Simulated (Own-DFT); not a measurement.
# One host, several defects: D0_22 TiAl3

No measurement is shown. These are fixed-geometry runs of a retired plane-wave code named Own-DFT, which no person has reviewed; spin and spin-orbit coupling are neglected.

Method: PBE; PseudoDojo norm-conserving scalar-relativistic files; cutoff 42 hartree; 4 x 4 x 4 k mesh centred on Gamma; cold (Marzari-Vanderbilt) smearing of 0.2 eV.

Known weak points: forces on such cells failed a check on a denser k mesh; stress not checked against mesh or cutoff.

All runs share one cell, with vectors in Å (-2.365, -6.981, 4.326); (-7.667, 3.491, 1.442); (-2.950, -3.488, -7.241) and a volume of 625.4 Å³. The atoms are randomly displaced, by u rms on each axis. The defect's site can differ from row to row.

```
                     cell   formula   u (Å)  P (GPa)
                no defect  Al30Ti10  0.0196     1.99
                no defect  Al30Ti10  0.0502     2.60
                no defect  Al30Ti10  0.0535     2.76
 two Al on a Ti site each   Al32Ti8  0.0265        ?
 two Al on a Ti site each   Al32Ti8  0.0299     2.92
 two Al on a Ti site each   Al32Ti8  0.0480     3.45
 two Al on a Ti site each   Al32Ti8  0.0548     3.67
two Ti on an Al site each  Al28Ti12  0.0293     3.12
two Ti on an Al site each  Al28Ti12  0.0300     3.15
two Ti on an Al site each  Al28Ti12  0.0499     3.46
         two Al vacancies  Al28Ti10  0.0297     1.27
         two Al vacancies  Al28Ti10  0.0309     1.37
         two Al vacancies  Al28Ti10  0.0493     1.81
```

## Fit

P = P0 + c u² + a shift for each defect gives P0 = 1.87 GPa, c = 302 ± 22 GPa/Å² and a scatter of 0.07 GPa. The shifts, and each times the cell's volume:

- two Ti on an Al site each: 0.95 ± 0.05 GPa, 3.7 eV (1.8 eV for each of its 2 sites)
- two Al on a Ti site each: 0.85 ± 0.05 GPa, 3.3 eV (1.7 eV for each of its 2 sites)
- two Al vacancies: -0.82 ± 0.05 GPa, -3.2 eV (-1.6 eV for each of its 2 sites)

A positive shift means that the defect pushes the cell outwards. Shift times volume (160.2 GPa Å³ is 1 eV) depends little on the cell's size, so, taken for each site, it can be compared between cells at like pressure. The atoms around the defects weren't relaxed, which would change these numbers.

## The run left out

Q: what pressure belongs in the blank (two Al on a Ti site each, u = 0.0265 Å)?

The fit gives 2.94 ± 0.08 GPa. Computed: 2.84 GPa.
